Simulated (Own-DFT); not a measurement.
# A layer strained by its substrate: wurtzite AlN, 72 atoms (Al36N36)

The numbers are computed, not measured, by runs of the plane-wave DFT program Own-DFT (in-house, retired, unreviewed) at fixed positions, with no spin and no spin-orbit coupling.

Common settings: PBE; PseudoDojo norm-conserving scalar-relativistic files; cutoff 42 hartree; 4 x 4 x 3 k mesh centred on Gamma; Gaussian smearing of 0.01 eV.

Limits: k mesh not checked against a denser one; stress not checked against mesh or cutoff.

Unstrained cell vectors in Å: (9.336, 0.000, 0.000); (-4.668, 8.085, 0.000); (0.000, 0.000, 9.964). The unstrained cell has measured lattice constants (interpolated for alloys), not those of this functional. That, the random moves and any unrelaxed bonds set the pressure at no strain. Each run strains x and y alike by e, as a substrate would, and holds the height along z. Random moves of width 0.05 Å per axis were added to every atom. Stress is positive in tension.

```
e (%),u (Å),(s_xx + s_yy)/2 (GPa),s_zz (GPa)
-3.00,0.050,-25.25,-11.69
-2.25,0.049,-20.29,-8.64
-1.25,0.052,-12.57,-8.57
-0.75,0.057,-11.50,-5.85
-0.50,0.045,-8.35,-5.71
-0.25,0.048,-6.88,-6.42
1.50,0.043,1.90,-1.09
1.75,0.049,?,?
2.25,0.051,6.41,-2.49
3.00,0.050,9.15,-1.38
```

## Fit

With e as a fraction, the in-plane stress is -5.8 + 577 e - 2475 e² GPa (errors 12 and 703, scatter 0.70), and s_zz is -5.5 + 170 e GPa (slope ± 20, scatter 1.14). At e = 0 the first slope is C11 + C12 and the second 2 C13, both with the ions held to the strained lattice and at the cell's own pressure. The term in e² is negative: the layer stiffens under compression and softens under tension. A free layer would change its height as e changes, and the in-plane slope would drop by 2 C13²/C33 to the biaxial modulus. At fixed height, a misfit of 1 % moves the in-plane stress by about 5.8 GPa and s_zz by 1.7 GPa.

## Test on the hidden row

Asked: what are the two stresses at e = 1.75 %?

The fitted form gives 3.6 and -2.5 GPa. Computed: 3.25 and -3.04 GPa.
